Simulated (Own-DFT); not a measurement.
# How strain changes the stress of wurtzite AlN, 128 atoms (Al64N64)

These are calculations, not measurements. They come from Own-DFT, an in-house plane-wave density functional program, since retired, whose code no person has reviewed. Each row is one single-point run on a periodic cell that was not relaxed, without spin or spin-orbit coupling.

Settings of every run: PBE; PseudoDojo norm-conserving scalar-relativistic files; cutoff 42 hartree; 3 x 3 x 3 k mesh centred on Gamma; Gaussian smearing of 0.01 eV.

Known limits: k mesh not checked against a denser one; stress not checked against mesh or cutoff.

Unstrained cell vectors in Å: (12.448, 0.000, 0.000); (-6.224, 10.780, 0.000); (0.000, 0.000, 9.964). The unstrained cell has measured lattice constants (interpolated for alloys), not those of this functional. That, the random moves and any unrelaxed bonds set the pressure at no strain. Each run strains this cell uniformly, with the atoms carried along. Every atom was also moved at random, by a Gaussian of width 0.05 Å on each axis. Strain is the symmetric tensor, in per cent. Stress is positive in tension, and the pressure is minus a third of its trace.

```
run,e_xx (%),e_yy (%),e_zz (%),e_yz (%),e_xz (%),e_xy (%),s_xx (GPa),s_yy (GPa),s_zz (GPa),s_yz (GPa),s_xz (GPa),s_xy (GPa),P (GPa),E (meV/atom)
1,0.35,0.13,-0.21,-0.33,0.52,1.44,-3.63,-6.68,-5.38,-0.99,1.69,5.53,5.23,7.8
2,1.98,-1.80,-0.65,-0.64,-1.38,-1.82,2.09,-15.77,-9.97,-1.68,-3.39,-6.86,7.88,40.0
3,-1.27,0.45,-0.71,1.95,-1.26,0.08,-13.70,-4.12,-10.66,5.49,-4.35,1.18,9.50,33.7
4,-1.35,1.59,-0.05,-1.94,0.89,-0.63,-9.94,-1.26,-4.44,-5.55,2.54,-0.92,5.21,9.4
5,1.35,-1.28,0.94,-0.85,-1.80,1.31,-0.21,-11.09,-1.77,-2.55,-4.21,5.68,4.36,26.4
6,-0.48,1.58,0.77,-0.22,1.72,1.89,-6.42,0.04,-0.13,-0.92,4.45,6.66,2.17,12.2
7,0.96,-1.48,0.49,1.12,-0.86,-0.88,-2.01,-13.07,-2.85,3.24,-1.98,-2.20,5.98,13.7
8,1.22,1.79,-1.58,1.88,-1.62,1.30,0.43,2.31,-10.88,4.82,-4.21,2.75,2.71,21.3
9,-0.71,-1.77,0.74,-1.06,-1.48,-1.12,-11.20,-15.46,-3.80,-1.71,-2.99,-4.91,10.15,33.8
10,-0.04,-1.83,1.14,-1.46,1.35,0.15,-6.71,-14.81,-1.50,-2.91,3.43,1.48,7.67,22.6
11,0.23,-0.24,-1.68,1.46,-1.19,-0.43,-5.56,-9.21,-14.62,4.84,-3.58,-0.86,9.79,32.8
12,-1.48,0.50,1.68,0.77,0.96,-0.01,-9.44,-3.98,1.08,1.78,2.39,-0.97,4.11,0.0
13,1.59,-1.66,1.53,-0.02,-0.89,0.95,-0.52,-10.33,1.84,-0.18,-1.76,3.39,3.00,8.7
14,1.53,0.76,0.99,-0.87,1.63,0.50,2.48,-2.40,1.12,-2.74,4.36,1.96,-0.40,16.6
15,-0.98,-1.08,0.16,-0.59,-1.55,1.12,-11.38,-11.01,-7.47,-1.76,-3.72,3.67,9.95,24.4
16,-0.69,-0.56,1.89,0.05,-1.12,-1.11,?,?,?,?,?,?,?,?
```

E is the free energy for each atom above the lowest run shown.

## Worked fit

Each stress component was fitted by least squares to a constant and the strains of the runs shown, as fractions, with shears doubled. Shear strains stay in the fit of a normal stress only where such slopes are resolved. The slopes, in GPa:

| stress | at no strain | per e_xx | per e_yy | per e_zz | scatter |
|---|---|---|---|---|---|
| s_xx | -5.8 | 465 ± 25 | 102 ± 23 | 67 ± 28 | 1.04 |
| s_yy | -6.7 | 51 ± 28 | 458 ± 26 | 66 ± 33 | 1.19 |
| s_zz | -5.7 | 85 ± 19 | 108 ± 18 | 514 ± 22 | 0.80 |

Each shear stress against twice its own strain: yz 139 ± 6, xz 120 ± 6, xy 181 ± 16 GPa. These are stiffnesses along x, y and z of the frame in which the cell vectors are given, which need not be the crystal's axes. The atoms are held to the strained lattice; where symmetry lets them move under strain, relaxing them would lower some slopes. The table should be nearly symmetric about its diagonal, and what it lacks of that shows the noise. A ninth of its sum, 213 ± 7 GPa, estimates the bulk modulus near the mean pressure of these runs, 5.8 GPa, so it lies above the value at zero pressure.

## Withheld run

Question: what normal stresses and pressure should run 16 give?

The fit gives s_xx = -8.3, s_yy = -8.4, s_zz = 2.8 and P = 4.6 GPa. The calculation gave -7.39, -9.84, 1.17 and P = 5.35 GPa.
